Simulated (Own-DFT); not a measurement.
# Response to strain: diamond-structure SiGeSn with randomly placed atoms, 64 atoms (Ge40Si16Sn8)

Calculated results; nothing here was measured. They come from Own-DFT, an in-house plane-wave density functional program, since retired, whose code no person has reviewed. Each row is one single-point run on a periodic cell that was not relaxed, without spin or spin-orbit coupling.

Settings of every run: PBE; PseudoDojo norm-conserving scalar-relativistic files; cutoff 49 hartree; 3 x 3 x 3 k mesh centred on Gamma; Fermi-Dirac smearing of 0.1 eV.

Known limits: forces on such cells moved up to 12 meV/angstrom on a denser k mesh; stress not checked against mesh or cutoff.

Unstrained cell vectors in Å: (11.410, 0.000, 0.000); (0.000, 11.410, 0.000); (0.000, 0.000, 11.410). The unstrained cell has measured lattice constants (interpolated for alloys), not those of this functional. That, the random moves and any unrelaxed bonds set the pressure at no strain. Each run strains this cell uniformly, with the atoms carried along. Every atom was also moved at random, by a Gaussian of width 0.05 Å on each axis. The random placing of the alloy's atoms differs from row to row. Strain is the symmetric tensor, in per cent. Stress is positive in tension, and the pressure is minus a third of its trace.

```
run,e_xx (%),e_yy (%),e_zz (%),s_xx (GPa),s_yy (GPa),s_zz (GPa),P (GPa),E (meV/atom)
1,-0.75,-0.75,0.00,-6.28,-6.39,-5.93,6.20,48.0
2,-1.25,-1.25,0.00,-7.43,-7.40,-6.36,7.06,61.8
3,2.25,2.25,0.00,-0.97,-1.05,-2.29,1.44,0.0
4,2.50,2.50,0.00,-0.85,-0.70,-2.13,1.23,9.7
5,-3.00,-3.00,0.00,-11.03,-11.21,-9.11,10.45,101.4
6,-2.00,-2.00,0.00,-9.02,-9.01,-7.66,8.56,83.5
7,-1.00,-1.00,0.00,-6.74,-6.77,-5.97,6.49,50.6
8,-2.75,-2.75,0.00,-10.81,-10.22,-8.70,9.91,94.8
9,-2.25,-2.25,0.00,?,?,?,?,?
```

E is the free energy for each atom above the lowest run shown.

## Worked fit

The change of volume is close to e_xx + e_yy + e_zz. A straight line through the runs shown gives P = 5.20 - 83 x (fractional change of volume) GPa, with an error of 2 on the slope and a scatter of 0.27 GPa. The strain isn't the same on all axes, but the crystal is cubic, so the slope still estimates the bulk modulus, averaged over pressures from 1.2 to 10.4 GPa.

## Withheld run

Question: what pressure should run 9 give? Its volume changes by -4.45 %.

The line gives 8.9 GPa. The calculation gave 8.80 GPa.
